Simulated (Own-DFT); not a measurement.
Simulation results for SiGe3 (diamond-structure random alloy, atoms displaced)

All values are calculated (Own-DFT development build). A calculation, not a measurement: plane-wave PBE density functional theory by an unreviewed code, no spin, of a simulated periodic cell, stress positive in tension, free energy of the whole cell less one offset for each atom, forces on such cells passed a denser k mesh, this cell's mesh not checked; offsets are fitted by least squares, one for each functional and potential file, so energies compare only between cells with the same atoms and settings and are not formation energies; the far tail of each file's local potential was reset to the Coulomb form; each entry is a single point on an unrelaxed cell, so the pressure reflects the starting lattice, mostly measured values, from which strain is counted, and rises with the displacements; printed positions are rounded, which can move forces by about a meV/angstrom; the program is a retired in-house code; no spin-orbit coupling.

Settings shared by all entries: functional PBE; potential files PseudoDojo norm-conserving, scalar-relativistic, standard set; wave cutoff 42 hartree; occupations Fermi-Dirac; smearing width 0.1 eV; k mesh 3 x 3 x 3 centred on Gamma.

(1) 
```cif
# cell vector a (Å): 11.2025 0.0000 0.0000
# cell vector b (Å): 0.0000 11.2025 0.0000
# cell vector c (Å): 0.0000 0.0000 11.2025
data_SiGe3
_symmetry_space_group_name_H-M 'P 1'
_symmetry_Int_Tables_number 1
_cell_length_a 11.2025
_cell_length_b 11.2025
_cell_length_c 11.2025
_cell_angle_alpha 90.000
_cell_angle_beta 90.000
_cell_angle_gamma 90.000
_cell_volume 1405.87
loop_
_atom_site_label
_atom_site_type_symbol
_atom_site_fract_x
_atom_site_fract_y
_atom_site_fract_z
_atom_site_occupancy
Ge1 Ge 0.99729 0.99344 0.00486 1
Si1 Si 0.00243 0.24197 0.25361 1
Ge2 Ge 0.24602 0.01115 0.24613 1
Ge3 Ge 0.24416 0.24460 0.99962 1
Ge4 Ge 0.12515 0.11395 0.12641 1
Si2 Si 0.12728 0.37769 0.37417 1
Ge5 Ge 0.36972 0.13160 0.37768 1
Si3 Si 0.37840 0.37544 0.12591 1
Ge6 Ge 0.99740 0.00420 0.50050 1
Ge7 Ge 0.00208 0.24632 0.74767 1
Ge8 Ge 0.25065 0.99855 0.75138 1
Ge9 Ge 0.25393 0.24525 0.50246 1
Ge10 Ge 0.11998 0.12393 0.63049 1
Ge11 Ge 0.12738 0.35929 0.86763 1
Ge12 Ge 0.36987 0.12545 0.86950 1
Ge13 Ge 0.37369 0.37396 0.63272 1
Ge14 Ge 0.99953 0.50931 0.99673 1
Ge15 Ge 0.99093 0.75150 0.24283 1
Si4 Si 0.25000 0.49856 0.25091 1
Ge16 Ge 0.25017 0.75439 0.00020 1
Ge17 Ge 0.13121 0.62897 0.13211 1
Si5 Si 0.12570 0.86602 0.37286 1
Ge18 Ge 0.37345 0.62119 0.37738 1
Ge19 Ge 0.38388 0.86961 0.12655 1
Ge20 Ge 0.00736 0.50328 0.50948 1
Ge21 Ge 0.99223 0.74460 0.74820 1
Ge22 Ge 0.24919 0.49118 0.74362 1
Ge23 Ge 0.24849 0.75281 0.50139 1
Ge24 Ge 0.12954 0.63434 0.61648 1
Si6 Si 0.12876 0.86967 0.86831 1
Ge25 Ge 0.38063 0.62891 0.87889 1
Ge26 Ge 0.38158 0.88211 0.63671 1
Si7 Si 0.49869 0.00665 0.00470 1
Ge27 Ge 0.50218 0.23567 0.25335 1
Ge28 Ge 0.74529 0.99783 0.25308 1
Ge29 Ge 0.74749 0.25317 0.00708 1
Si8 Si 0.62433 0.11715 0.12750 1
Ge30 Ge 0.63110 0.37503 0.37839 1
Si9 Si 0.87570 0.12137 0.36672 1
Ge31 Ge 0.87222 0.37667 0.11721 1
Ge32 Ge 0.49842 0.99782 0.50626 1
Ge33 Ge 0.49730 0.25296 0.74510 1
Si10 Si 0.74907 0.99492 0.74653 1
Ge34 Ge 0.75481 0.25785 0.49909 1
Si11 Si 0.62406 0.12321 0.62699 1
Ge35 Ge 0.62858 0.37434 0.88085 1
Ge36 Ge 0.87753 0.12301 0.87304 1
Si12 Si 0.86897 0.35900 0.63148 1
Ge37 Ge 0.50202 0.50109 0.99790 1
Ge38 Ge 0.50384 0.74979 0.25651 1
Ge39 Ge 0.74343 0.48878 0.24894 1
Ge40 Ge 0.74931 0.74512 0.99694 1
Si13 Si 0.62998 0.63724 0.12108 1
Si14 Si 0.62637 0.87262 0.37770 1
Ge41 Ge 0.87249 0.62159 0.37459 1
Ge42 Ge 0.87755 0.86863 0.11948 1
Ge43 Ge 0.49591 0.50964 0.50461 1
Ge44 Ge 0.49355 0.74706 0.74761 1
Si15 Si 0.74846 0.51138 0.74330 1
Ge45 Ge 0.74772 0.75478 0.49741 1
Si16 Si 0.62471 0.63181 0.62497 1
Ge46 Ge 0.62401 0.87921 0.87025 1
Ge47 Ge 0.88125 0.62956 0.86883 1
Ge48 Ge 0.87196 0.88224 0.62205 1
_calc_free_energy_of_cell_above_offsets '-4.726'  # eV
_calc_pressure 4  # GPa
_calc_stress_xx -4.13  # GPa
_calc_stress_yy -3.72  # GPa
_calc_stress_zz -4.14  # GPa
_calc_stress_yz 1.05  # GPa
_calc_stress_xz -0.16  # GPa
_calc_stress_xy -0.07  # GPa
```

Force:
```tsv
element	x (eV/Å)	y (eV/Å)	z (eV/Å)
Ge	0.897	0.083	-1.634
Si	0.024	1.047	-0.552
Ge	1.464	-2.761	1.659
Ge	0.959	0.282	0.835
Ge	-1.511	1.851	-0.827
Si	-0.244	-0.574	0.176
Ge	0.613	-1.679	-0.048
Si	-0.374	-0.286	0.174
Ge	0.561	-0.605	-1.147
Ge	-1.195	0.033	0.292
Ge	-0.95	-0.087	0.194
Ge	-1.347	1.411	0.47
Ge	1.002	-0.456	-1.066
Ge	-0.432	2.09	0.847
Ge	0.951	0.125	1.031
Ge	0.468	0.096	-1.941
Ge	1.06	-1.191	0.046
Ge	1.236	-0.705	1.63
Si	0.388	-0.678	-0.113
Ge	0.117	-0.123	-0.154
Ge	-0.352	-0.353	-0.499
Si	-0.6	1.401	-0.346
Ge	-0.558	0.472	-0.592
Ge	-0.621	1.348	-0.005
Ge	-1.279	-1.432	-0.86
Ge	1.796	1.949	-1.172
Ge	-0.587	1.829	1.29
Ge	1.415	1.204	-0.625
Ge	-0.433	-1.062	1.864
Si	-0.964	0.199	0.566
Ge	-1.374	-1.005	-0.348
Ge	-1.048	-0.755	-1.308
Si	0.099	-0.59	-0.81
Ge	0.29	1.668	-0.504
Ge	0.48	-0.459	-0.389
Ge	-0.092	-1.664	-0.548
Si	0.102	0.47	-0.425
Ge	-2.079	-0.105	0.243
Si	-0.151	0.654	0.851
Ge	1.427	-0.068	1.288
Ge	0.672	0.574	-1.088
Ge	1.239	-0.777	0.968
Si	-0.199	1.233	0.265
Ge	-0.232	-2.317	-0.188
Si	0.617	0.285	-0.198
Ge	-0.119	0.642	-1.462
Ge	-0.866	-0.369	0.352
Si	0.796	2.739	0.301
Ge	0.249	0.268	1.17
Ge	0.334	-0.352	-0.221
Ge	0.586	1.944	-0.947
Ge	0.258	0.945	-0.816
Si	-0.872	-1.979	1.057
Si	-0.681	0.692	0.162
Ge	0.017	-0.407	0.036
Ge	-1.683	0.69	0.2
Ge	0.972	-1.273	0.395
Ge	1.405	0.052	0.422
Si	0.306	-1.488	0.417
Ge	0.211	-0.6	0.3
Si	0.002	-0.066	-0.242
Ge	-0.443	-0.038	0.695
Ge	-1.807	-1.31	0.66
Ge	0.082	-0.66	0.217
```

(2) 
```cif
# cell vector a (Å): 11.2025 0.0000 0.0000
# cell vector b (Å): 0.0000 11.2025 0.0000
# cell vector c (Å): 0.0000 0.0000 11.2025
data_SiGe3
_symmetry_space_group_name_H-M 'P 1'
_symmetry_Int_Tables_number 1
_cell_length_a 11.2025
_cell_length_b 11.2025
_cell_length_c 11.2025
_cell_angle_alpha 90.000
_cell_angle_beta 90.000
_cell_angle_gamma 90.000
_cell_volume 1405.87
loop_
_atom_site_label
_atom_site_type_symbol
_atom_site_fract_x
_atom_site_fract_y
_atom_site_fract_z
_atom_site_occupancy
Ge1 Ge 0.99961 0.99692 0.99522 1
Si1 Si 0.99956 0.24261 0.25364 1
Ge2 Ge 0.25147 0.00007 0.25191 1
Ge3 Ge 0.25769 0.25469 0.99300 1
Ge4 Ge 0.12966 0.11296 0.12366 1
Ge5 Ge 0.12688 0.37687 0.37803 1
Si2 Si 0.37090 0.12429 0.37479 1
Ge6 Ge 0.37909 0.37808 0.11774 1
Si3 Si 0.00462 0.00150 0.51029 1
Ge7 Ge 0.00231 0.25390 0.74482 1
Si4 Si 0.25586 0.99963 0.74775 1
Si5 Si 0.24915 0.24173 0.49809 1
Si6 Si 0.12177 0.12180 0.62409 1
Ge8 Ge 0.11855 0.37710 0.87656 1
Ge9 Ge 0.37892 0.12744 0.87475 1
Ge10 Ge 0.36825 0.36901 0.62870 1
Ge11 Ge 0.99780 0.49694 0.99009 1
Si7 Si 0.00409 0.76201 0.24740 1
Ge12 Ge 0.24864 0.50990 0.24736 1
Ge13 Ge 0.25536 0.73518 0.99641 1
Ge14 Ge 0.11696 0.62840 0.13097 1
Ge15 Ge 0.13365 0.87677 0.37214 1
Ge16 Ge 0.36565 0.62291 0.38067 1
Ge17 Ge 0.37053 0.87426 0.12450 1
Ge18 Ge 0.00378 0.49014 0.50575 1
Ge19 Ge 0.01169 0.74663 0.75502 1
Ge20 Ge 0.25815 0.49897 0.74923 1
Ge21 Ge 0.24561 0.75128 0.50691 1
Ge22 Ge 0.11581 0.63217 0.62070 1
Ge23 Ge 0.12970 0.87032 0.87381 1
Ge24 Ge 0.37315 0.61888 0.87184 1
Ge25 Ge 0.37637 0.87150 0.62218 1
Ge26 Ge 0.50028 0.99677 0.99302 1
Ge27 Ge 0.49850 0.24668 0.25207 1
Ge28 Ge 0.75130 0.00083 0.24795 1
Ge29 Ge 0.75071 0.25268 0.00949 1
Ge30 Ge 0.63196 0.12500 0.11826 1
Ge31 Ge 0.62073 0.38251 0.37206 1
Si8 Si 0.87973 0.12595 0.37674 1
Si9 Si 0.88624 0.37313 0.12307 1
Ge32 Ge 0.49502 0.99769 0.49310 1
Ge33 Ge 0.50493 0.24497 0.75477 1
Ge34 Ge 0.74992 0.00328 0.73775 1
Si10 Si 0.74587 0.24655 0.50196 1
Ge35 Ge 0.60927 0.12723 0.62624 1
Ge36 Ge 0.61635 0.37717 0.87248 1
Ge37 Ge 0.87705 0.12878 0.88122 1
Si11 Si 0.87703 0.36962 0.62246 1
Ge38 Ge 0.50881 0.50787 0.00054 1
Ge39 Ge 0.49708 0.75831 0.24462 1
Ge40 Ge 0.74850 0.49482 0.24233 1
Ge41 Ge 0.75963 0.74092 0.00300 1
Ge42 Ge 0.62933 0.62006 0.11947 1
Ge43 Ge 0.62154 0.88479 0.37799 1
Si12 Si 0.86146 0.62737 0.37551 1
Ge44 Ge 0.88129 0.88292 0.12434 1
Ge45 Ge 0.50145 0.49082 0.49451 1
Ge46 Ge 0.49531 0.74819 0.75161 1
Si13 Si 0.74182 0.49938 0.74811 1
Si14 Si 0.75397 0.74984 0.49686 1
Ge47 Ge 0.62773 0.62202 0.62753 1
Si15 Si 0.61734 0.87882 0.87873 1
Si16 Si 0.87057 0.63250 0.87735 1
Ge48 Ge 0.87623 0.86541 0.62599 1
_calc_free_energy_of_cell_above_offsets '-4.865'  # eV
_calc_pressure 3.99  # GPa
_calc_stress_xx -3.89  # GPa
_calc_stress_yy -3.96  # GPa
_calc_stress_zz -4.11  # GPa
_calc_stress_yz -1.17  # GPa
_calc_stress_xz 0.7  # GPa
_calc_stress_xy 0.46  # GPa
```

Force:
```tsv
element	x (eV/Å)	y (eV/Å)	z (eV/Å)
Ge	0.723	0.175	-0.32
Si	0.539	0.581	-0.49
Ge	0.695	0.146	-0.05
Ge	-1.232	-0.401	0.678
Ge	-0.466	1.721	-0.255
Ge	0.451	-1.047	-0.931
Si	0.17	0.243	-0.036
Ge	-0.021	0.336	0.954
Si	-0.741	-0.582	-1.407
Ge	-0.221	-0.72	0.273
Si	-0.626	0.297	-0.113
Si	-0.418	0.182	0.382
Si	1.217	0.253	0.494
Ge	1.622	-0.484	-1.118
Ge	-0.587	-0.866	-0.451
Ge	1.001	-0.833	-0.948
Ge	-0.897	1.384	1.336
Si	-1.04	-0.841	1.044
Ge	-0.042	-1.377	-0.113
Ge	-1.045	1.179	0.905
Ge	-0.181	-0.131	-1.008
Ge	-1.312	0.053	1.031
Ge	1.288	0.661	-0.144
Ge	0.027	0.228	-0.94
Ge	-1.458	1.203	-0.656
Ge	-2.084	0.13	0.37
Ge	-2.173	0.11	-0.362
Ge	0.181	0.012	-0.812
Ge	1.113	-1.687	0.36
Ge	1.045	0.769	0.298
Ge	1.208	0.052	0.179
Ge	-0.204	0.556	0.535
Ge	-0.413	0.524	1.319
Ge	0.016	-0.035	-0.389
Ge	0.425	0.527	0.659
Ge	0.586	1.167	-1.217
Ge	-1.419	-0.628	0.921
Ge	1.375	-2.009	-0.324
Si	-0.519	-0.362	0.735
Si	-0.352	-0.35	0.713
Ge	-0.809	1.003	0.761
Ge	-1.347	1.11	-0.165
Ge	-0.386	-0.356	1.463
Si	0.29	0.353	-0.468
Ge	1.716	-0.657	-1.402
Ge	1.618	-0.011	0.468
Ge	-0.472	0.082	-1.195
Si	-1.511	0.342	0.382
Ge	-1.42	-0.856	-0.8
Ge	0.549	-1.281	0.974
Ge	1.088	0.132	0.345
Ge	-1.2	2.227	0.179
Ge	0.093	1.432	1.312
Ge	1.278	-1.614	-0.73
Si	1.829	-0.396	-0.76
Ge	-0.571	-1.117	0.258
Ge	-1.26	1.363	1.557
Ge	0.895	0.283	0.218
Si	1.834	-0.371	0.441
Si	-1.138	0.183	0.319
Ge	-0.419	0.565	-1.002
Si	1.857	-1.239	-1.254
Si	0.74	-1.818	-1.761
Ge	0.517	0.505	-0.247
```

(3) 
```cif
# cell vector a (Å): 11.2025 0.0000 0.0000
# cell vector b (Å): 0.0000 11.2025 0.0000
# cell vector c (Å): 0.0000 0.0000 11.2025
data_SiGe3
_symmetry_space_group_name_H-M 'P 1'
_symmetry_Int_Tables_number 1
_cell_length_a 11.2025
_cell_length_b 11.2025
_cell_length_c 11.2025
_cell_angle_alpha 90.000
_cell_angle_beta 90.000
_cell_angle_gamma 90.000
_cell_volume 1405.87
loop_
_atom_site_label
_atom_site_type_symbol
_atom_site_fract_x
_atom_site_fract_y
_atom_site_fract_z
_atom_site_occupancy
Si1 Si 0.98654 0.00834 0.99814 1
Si2 Si 0.00603 0.23909 0.25310 1
Ge1 Ge 0.25171 0.99422 0.24609 1
Ge2 Ge 0.24357 0.25118 0.00182 1
Si3 Si 0.12869 0.13002 0.12639 1
Ge3 Ge 0.11632 0.37288 0.37880 1
Ge4 Ge 0.37202 0.12509 0.36885 1
Ge5 Ge 0.37040 0.37377 0.12074 1
Ge6 Ge 0.00049 0.00287 0.49790 1
Si4 Si 0.99392 0.24881 0.74940 1
Si5 Si 0.25464 0.99374 0.74500 1
Ge7 Ge 0.25046 0.25353 0.49393 1
Ge8 Ge 0.12181 0.12116 0.62046 1
Ge9 Ge 0.11974 0.37374 0.87718 1
Ge10 Ge 0.37033 0.12972 0.87738 1
Ge11 Ge 0.37942 0.37025 0.62835 1
Si6 Si 0.98774 0.50557 0.99715 1
Ge12 Ge 0.00321 0.75169 0.25450 1
Ge13 Ge 0.23631 0.49670 0.24626 1
Ge14 Ge 0.25268 0.75753 0.01120 1
Ge15 Ge 0.11719 0.63308 0.13493 1
Ge16 Ge 0.12396 0.87628 0.37486 1
Ge17 Ge 0.37916 0.61917 0.37323 1
Ge18 Ge 0.37857 0.87847 0.12971 1
Ge19 Ge 0.99743 0.50236 0.50103 1
Ge20 Ge 0.00269 0.74397 0.75577 1
Si7 Si 0.25523 0.49617 0.76312 1
Ge21 Ge 0.25415 0.75254 0.50503 1
Ge22 Ge 0.12305 0.62418 0.62316 1
Ge23 Ge 0.12725 0.87857 0.88077 1
Si8 Si 0.38361 0.62575 0.87592 1
Ge24 Ge 0.37197 0.87985 0.62945 1
Ge25 Ge 0.51056 0.99845 0.99913 1
Ge26 Ge 0.49770 0.25646 0.23454 1
Si9 Si 0.73858 0.00036 0.25196 1
Ge27 Ge 0.75176 0.25565 0.99702 1
Ge28 Ge 0.63223 0.12011 0.11300 1
Ge29 Ge 0.63262 0.37267 0.37668 1
Si10 Si 0.87206 0.12982 0.37894 1
Si11 Si 0.87888 0.37052 0.11923 1
Ge30 Ge 0.50114 0.99018 0.50333 1
Si12 Si 0.50466 0.24578 0.74708 1
Ge31 Ge 0.74674 0.01127 0.75117 1
Ge32 Ge 0.74989 0.24813 0.50804 1
Ge33 Ge 0.62341 0.13016 0.62515 1
Ge34 Ge 0.62679 0.37599 0.87806 1
Ge35 Ge 0.87463 0.13168 0.87618 1
Ge36 Ge 0.86728 0.38417 0.63239 1
Si13 Si 0.50253 0.50821 0.00208 1
Si14 Si 0.50066 0.75109 0.24636 1
Ge37 Ge 0.74908 0.49673 0.25649 1
Ge38 Ge 0.75761 0.75149 0.99795 1
Ge39 Ge 0.61850 0.62471 0.13288 1
Si15 Si 0.62153 0.87256 0.37914 1
Ge40 Ge 0.86222 0.63369 0.37278 1
Ge41 Ge 0.87471 0.87125 0.12532 1
Ge42 Ge 0.49579 0.49784 0.49060 1
Ge43 Ge 0.49570 0.75605 0.74002 1
Si16 Si 0.74674 0.50069 0.74592 1
Ge44 Ge 0.74321 0.74586 0.50222 1
Ge45 Ge 0.62358 0.62487 0.61241 1
Ge46 Ge 0.62792 0.86958 0.87384 1
Ge47 Ge 0.88130 0.62531 0.87292 1
Ge48 Ge 0.87871 0.86423 0.62677 1
_calc_free_energy_of_cell_above_offsets '-5.551'  # eV
_calc_pressure 3.84  # GPa
_calc_stress_xx -3.84  # GPa
_calc_stress_yy -3.88  # GPa
_calc_stress_zz -3.81  # GPa
_calc_stress_yz -0.03  # GPa
_calc_stress_xz 0.07  # GPa
_calc_stress_xy 0.43  # GPa
```

Force:
```tsv
element	x (eV/Å)	y (eV/Å)	z (eV/Å)
Si	1.721	-0.421	0.926
Si	-1.064	0.849	-0.345
Ge	-0.908	1.053	0.24
Ge	0.004	-0.038	-0.176
Si	-0.876	-1.498	-0.166
Ge	-0.02	-0.062	-0.559
Ge	0.878	-0.068	0.119
Ge	-0.104	1.575	-0.614
Ge	-1.079	-0.642	-0.264
Si	0.668	0.388	-0.384
Si	-1.373	1.62	1.346
Ge	-0.007	-0.463	0.791
Ge	0.805	0.751	1.042
Ge	-0.553	0.545	-0.26
Ge	0.678	-0.886	-0.803
Ge	-0.411	0.545	0.224
Si	1.49	-0.929	1.177
Ge	-1.414	0.557	0.572
Ge	0.919	0.008	0.561
Ge	0.046	-1.202	-0.98
Ge	0.378	-1.216	-2.054
Ge	0.603	0.085	0.431
Ge	-1.254	1.195	-1.132
Ge	1.094	-0.106	-0.413
Ge	-0.924	0.269	-0.31
Ge	0.904	0.904	-0.403
Si	-0.077	0.441	-0.902
Ge	-0.287	-0.515	-0.777
Ge	1.186	-0.499	0.951
Ge	-0.4	0.535	-0.212
Si	-0.799	0.318	0.141
Ge	0.072	-0.28	-0.812
Ge	-1.541	-0.322	-0.699
Ge	1.16	-1.21	1.271
Si	1.177	-0.149	0.611
Ge	0.362	-0.143	0.512
Ge	-0.088	0.984	1.322
Ge	-1.237	-0.701	-0.122
Si	-0.202	-0.849	-0.851
Si	0.299	0.421	1.226
Ge	-0.186	1.439	-0.599
Si	-0.655	0.698	1.096
Ge	0.614	-1.422	-0.126
Ge	0.663	0.547	-0.665
Ge	-0.483	-1.075	-0.218
Ge	-0.869	0.696	-0.821
Ge	-0.045	-0.029	-0.522
Ge	1.106	-1.086	-0.469
Si	-0.526	-0.777	-0.31
Si	-0.224	0.295	1.32
Ge	0.707	-0.131	-1.55
Ge	-0.932	-1.005	0.271
Ge	1.158	0.038	-0.74
Si	0.144	-0.234	-0.965
Ge	1.458	-0.739	0.068
Ge	0.03	1.441	0.646
Ge	0.77	-0.948	1.055
Ge	0.832	-1.349	1.094
Si	-0.657	1.112	1.036
Ge	0.639	1.712	-0.55
Ge	-1.011	-1.084	1.633
Ge	0	0.383	-0.605
Ge	-1.833	-0.621	-0.375
Ge	-0.521	1.294	0.074
```

(4) 
```cif
# cell vector a (Å): 11.2025 0.0000 0.0000
# cell vector b (Å): 0.0000 11.2025 0.0000
# cell vector c (Å): 0.0000 0.0000 11.2025
data_SiGe3
_symmetry_space_group_name_H-M 'P 1'
_symmetry_Int_Tables_number 1
_cell_length_a 11.2025
_cell_length_b 11.2025
_cell_length_c 11.2025
_cell_angle_alpha 90.000
_cell_angle_beta 90.000
_cell_angle_gamma 90.000
_cell_volume 1405.87
loop_
_atom_site_label
_atom_site_type_symbol
_atom_site_fract_x
_atom_site_fract_y
_atom_site_fract_z
_atom_site_occupancy
Si1 Si 0.99738 0.00761 0.99888 1
Ge1 Ge 0.00701 0.25443 0.25109 1
Ge2 Ge 0.25123 0.00834 0.23982 1
Ge3 Ge 0.24921 0.25671 0.00232 1
Ge4 Ge 0.12957 0.11944 0.12268 1
Si2 Si 0.12106 0.37987 0.36705 1
Si3 Si 0.37326 0.12692 0.38549 1
Ge5 Ge 0.37502 0.36987 0.12229 1
Ge6 Ge 0.00356 0.99711 0.50291 1
Si4 Si 0.00137 0.25303 0.74383 1
Si5 Si 0.25143 0.98377 0.74164 1
Ge7 Ge 0.24678 0.25316 0.50421 1
Ge8 Ge 0.12006 0.13350 0.61917 1
Ge9 Ge 0.12020 0.37901 0.87411 1
Si6 Si 0.37522 0.12240 0.87764 1
Ge10 Ge 0.37748 0.37293 0.61805 1
Ge11 Ge 0.99643 0.49651 0.99399 1
Si7 Si 0.00607 0.75391 0.26712 1
Ge12 Ge 0.25215 0.49486 0.25107 1
Ge13 Ge 0.25280 0.74239 0.00332 1
Ge14 Ge 0.12415 0.63081 0.12523 1
Ge15 Ge 0.13243 0.87572 0.38264 1
Si8 Si 0.38013 0.61993 0.36930 1
Ge16 Ge 0.37663 0.87570 0.12023 1
Ge17 Ge 0.00036 0.50516 0.49997 1
Ge18 Ge 0.99638 0.74178 0.74385 1
Ge19 Ge 0.25095 0.50185 0.74769 1
Ge20 Ge 0.25855 0.75292 0.50875 1
Ge21 Ge 0.13011 0.63150 0.62331 1
Si9 Si 0.12911 0.87122 0.88405 1
Ge22 Ge 0.37365 0.62552 0.87810 1
Ge23 Ge 0.37358 0.87376 0.62546 1
Ge24 Ge 0.50243 0.99859 0.00004 1
Ge25 Ge 0.49804 0.24615 0.26025 1
Ge26 Ge 0.75061 0.00327 0.24274 1
Ge27 Ge 0.75123 0.24856 0.99267 1
Ge28 Ge 0.62444 0.11461 0.11742 1
Ge29 Ge 0.63084 0.37457 0.38057 1
Ge30 Ge 0.87544 0.11899 0.37660 1
Ge31 Ge 0.88134 0.37434 0.11700 1
Ge32 Ge 0.50111 0.99510 0.50556 1
Si10 Si 0.49464 0.26290 0.75223 1
Si11 Si 0.74671 0.99670 0.75271 1
Si12 Si 0.75315 0.26351 0.50377 1
Ge33 Ge 0.63015 0.12631 0.63150 1
Ge34 Ge 0.62857 0.37315 0.87921 1
Ge35 Ge 0.87334 0.12363 0.86972 1
Si13 Si 0.87968 0.37597 0.62371 1
Ge36 Ge 0.49513 0.49563 0.00421 1
Ge37 Ge 0.50231 0.75040 0.25388 1
Ge38 Ge 0.74819 0.50239 0.25118 1
Ge39 Ge 0.75617 0.75356 0.99697 1
Ge40 Ge 0.62053 0.62298 0.12856 1
Si14 Si 0.62700 0.88250 0.37705 1
Ge41 Ge 0.87995 0.62776 0.38266 1
Ge42 Ge 0.87097 0.87422 0.12213 1
Ge43 Ge 0.50461 0.50368 0.50149 1
Ge44 Ge 0.49153 0.75105 0.74274 1
Ge45 Ge 0.76106 0.50074 0.74779 1
Ge46 Ge 0.74091 0.74892 0.50200 1
Ge47 Ge 0.62622 0.62915 0.63481 1
Ge48 Ge 0.62093 0.87178 0.86734 1
Si15 Si 0.87034 0.61812 0.87638 1
Si16 Si 0.87949 0.87369 0.62312 1
_calc_free_energy_of_cell_above_offsets '-5.538'  # eV
_calc_pressure 3.79  # GPa
_calc_stress_xx -3.96  # GPa
_calc_stress_yy -3.71  # GPa
_calc_stress_zz -3.71  # GPa
_calc_stress_yz 0.07  # GPa
_calc_stress_xz -0.46  # GPa
_calc_stress_xy -0.09  # GPa
```

Force:
```tsv
element	x (eV/Å)	y (eV/Å)	z (eV/Å)
Si	0.477	-1.129	-0.185
Ge	-0.674	-1.111	-0.421
Ge	1.196	-1.165	2.114
Ge	-0.321	-1.422	-1.16
Ge	-1.415	1.54	-0.737
Si	0.579	0.045	1.482
Si	-0.181	-0.56	-0.5
Ge	0.332	0.04	1.371
Ge	-0.528	0.041	-0.07
Si	-0.569	-0.013	0.673
Si	-1.219	2.237	1.995
Ge	-0.176	0.35	-1.639
Ge	0.557	-1.342	1.269
Ge	0.633	-0.699	-0.846
Si	-0.351	0.359	-1.126
Ge	-0.018	0.78	0.753
Ge	0.311	1.498	0.432
Si	-0.524	-0.012	-1.537
Ge	-0.115	0.697	-0.37
Ge	-0.307	1.253	-0.222
Ge	-0.783	-0.842	1.02
Ge	0.48	0.416	-0.758
Si	-0.429	0.487	0.886
Ge	0.024	-0.392	0.721
Ge	0.828	-0.996	0.309
Ge	-0.059	0.911	1.587
Ge	0.078	-0.301	-0.039
Ge	-0.067	-1.301	-2.146
Ge	-0.206	-0.858	0.057
Si	-0.757	0.302	-1.051
Ge	0.42	-0.552	-0.594
Ge	0.763	0.598	-0.238
Ge	-0.727	-0.33	-1.276
Ge	0.424	-0.284	-0.646
Ge	-0.197	-0.584	0.968
Ge	0.184	-0.512	1.085
Ge	0.121	1.987	0.9
Ge	-0.455	0.223	-0.483
Ge	-0.084	1.377	0.175
Ge	-1.084	-0.339	1.177
Ge	0.213	1.046	-0.522
Si	0.441	-1.831	0.475
Si	1.002	-0.338	-0.767
Si	0.435	-1.893	0.212
Ge	-0.455	1.004	-0.099
Ge	-0.67	0.873	-1.089
Ge	0.528	0.001	-0.579
Si	0.32	0.028	-0.07
Ge	0.813	0.481	-0.517
Ge	-0.133	0.699	0.236
Ge	1.049	-0.289	-0.144
Ge	-1.246	-1.231	-0.429
Ge	0.519	0.485	-0.672
Si	-0.065	-0.568	-0.463
Ge	-1.08	0.355	-0.907
Ge	1.943	0.242	0.873
Ge	-0.099	0.185	-0.251
Ge	0.465	-0.524	1.37
Ge	-0.966	-0.598	0.267
Ge	0.998	1.042	-0.184
Ge	-0.069	-0.774	-0.442
Ge	0.295	0.103	0.404
Si	0.797	0.998	-0.14
Si	-1.192	0.107	0.509
```
